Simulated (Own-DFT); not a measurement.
# Shaking the atoms of beta-Si3N4, 112 atoms (N64Si48)

All numbers below are calculated, not measured. They come from Own-DFT, an in-house plane-wave density functional program, since retired, whose code no person has reviewed. Each row is one single-point run on a periodic cell that was not relaxed, without spin or spin-orbit coupling.

Settings of every run: PBE; PseudoDojo norm-conserving scalar-relativistic files; cutoff 42 hartree; 2 x 2 x 4 k mesh centred on Gamma; Fermi-Dirac smearing of 0.1 eV.

Known limits, some of them of some rows only: some atoms lie very close together; forces on such cells moved up to 12 meV/angstrom on a denser k mesh; stress not checked against mesh or cutoff.

Cell vectors in Å: (15.212, 0.000, 0.000); (-7.606, 13.174, 0.000); (0.000, 0.000, 5.818). In each run every atom was moved at random and independently from its ideal site; u is the rms move along one axis. E is the free energy for each atom above the fitted value at u = 0, and F the rms of the force components.

| run | u (Å) | E (meV/atom) | F (eV/Å) | largest force (eV/Å) | P (GPa) |
|---|---|---|---|---|---|
| 1 | 0.0207 | 23.5 | 0.960 | 3.69 | 5.60 |
| 2 | 0.0209 | 21.5 | 0.917 | 3.35 | 5.62 |
| 3 | 0.0476 | 114.0 | 2.061 | 7.32 | 8.15 |
| 4 | 0.0498 | ? | ? | ? | ? |
| 5 | 0.0967 | 495.5 | 5.119 | 24.11 | 18.95 |
| 6 | 0.0993 | 505.1 | 5.517 | 45.70 | 18.84 |
| 7 | 0.1102 | 576.2 | 5.029 | 26.41 | 19.39 |
| 8 | 0.1482 | 1082.9 | 7.581 | 34.75 | 32.29 |

## Worked fit

For small independent moves the energy grows as E = (3/2) K u², with K the mean stiffness felt by one atom. The runs with u up to 0.11 Å give K = 34.5 ± 0.7 eV/Å², with residuals divided by u² + 0.0006 Å², since the noise grows with the moves. The scatter is 4.4 meV/atom at u = 0.05 Å. The forces follow F = G u with G = 48.7 eV/Å²; no force at u = 0 is resolved. G exceeds K because the moves of its neighbours add to the force on an atom, and stiffness differs between atoms. At u = 0.148 Å the parabola gives 1136 meV/atom and the run 1083. The pressure follows P = 4.96 + 1450 u² GPa: at fixed volume, shortened bonds push harder than stretched ones pull.

## Withheld run

Question: what energy and rms force should run 4 give?

The fit gives 128 ± 5 meV/atom and about 2.43 eV/Å. The calculation gave 114.3 meV/atom and 1.996 eV/Å. This run lies off the fit, by chance or by something that the fit leaves out.
